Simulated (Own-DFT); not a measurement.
# What a defect does to the pressure of its cell: C11b WSi2

Everything here is calculated. The program is Own-DFT (plane waves, in-house, since retired, never reviewed by a person); positions were held fixed, and spin and spin-orbit coupling were off.

Common settings: PBE; PseudoDojo norm-conserving scalar-relativistic files; cutoff 50 hartree; 5 x 5 x 5 k mesh centred on Gamma; cold (Marzari-Vanderbilt) smearing of 0.2 eV.

Known weak points: forces on such cells failed a check on a denser k mesh; stress not checked against mesh or cutoff.

All runs share one cell, with vectors in Å (-2.148, -5.953, 3.409); (-6.444, 2.976, 1.136); (-2.553, -2.948, -6.757) and a volume of 403.2 Å³. u is the rms random offset of the atoms per axis. The defect's site can differ from row to row.

| cell | formula | u (Å) | P (GPa) |
|---|---|---|---|
| no defect | Si20W10 | 0.0190 | 4.57 |
| no defect | Si20W10 | 0.0198 | 4.31 |
| no defect | Si20W10 | 0.0484 | 6.10 |
| one Si vacancy | Si19W10 | 0.0265 | 3.43 |
| one Si vacancy | Si19W10 | 0.0275 | ? |
| one Si vacancy | Si19W10 | 0.0458 | 3.80 |
| one Si vacancy | Si19W10 | 0.0488 | 3.66 |
| one W on a Si site | Si19W11 | 0.0299 | 9.79 |
| one W on a Si site | Si19W11 | 0.0533 | 11.34 |
| one W on a Si site | Si19W11 | 0.0553 | 11.52 |
| one Si on a W site | Si21W9 | 0.0260 | 5.91 |
| one Si on a W site | Si21W9 | 0.0457 | 6.76 |
| one Si on a W site | Si21W9 | 0.0497 | 7.42 |
| one W vacancy | Si20W9 | 0.0270 | 3.27 |
| one W vacancy | Si20W9 | 0.0330 | 3.51 |
| one W vacancy | Si20W9 | 0.0433 | 3.62 |

## Working it out

P = P0 + c u² + a shift for each defect gives P0 = 4.31 GPa, c = 663 ± 95 GPa/Å² and a scatter of 0.29 GPa. The shifts, and each times the cell's volume:

- one W on a Si site: 5.07 ± 0.27 GPa, 12.8 eV
- one Si on a W site: 1.23 ± 0.25 GPa, 3.1 eV
- one W vacancy: -1.66 ± 0.24 GPa, -4.2 eV
- one Si vacancy: -1.82 ± 0.25 GPa, -4.6 eV

A positive shift means that the defect pushes the cell outwards. Shift times volume (160.2 GPa Å³ is 1 eV) depends little on the cell's size, so, taken for each site, it can be compared between cells at like pressure. The atoms around the defects weren't relaxed, which would change these numbers.

## Test on the hidden row

Question: what pressure belongs in the blank (one Si vacancy, u = 0.0275 Å)?

The fitted form gives 2.99 ± 0.35 GPa. Computed: 3.45 GPa.
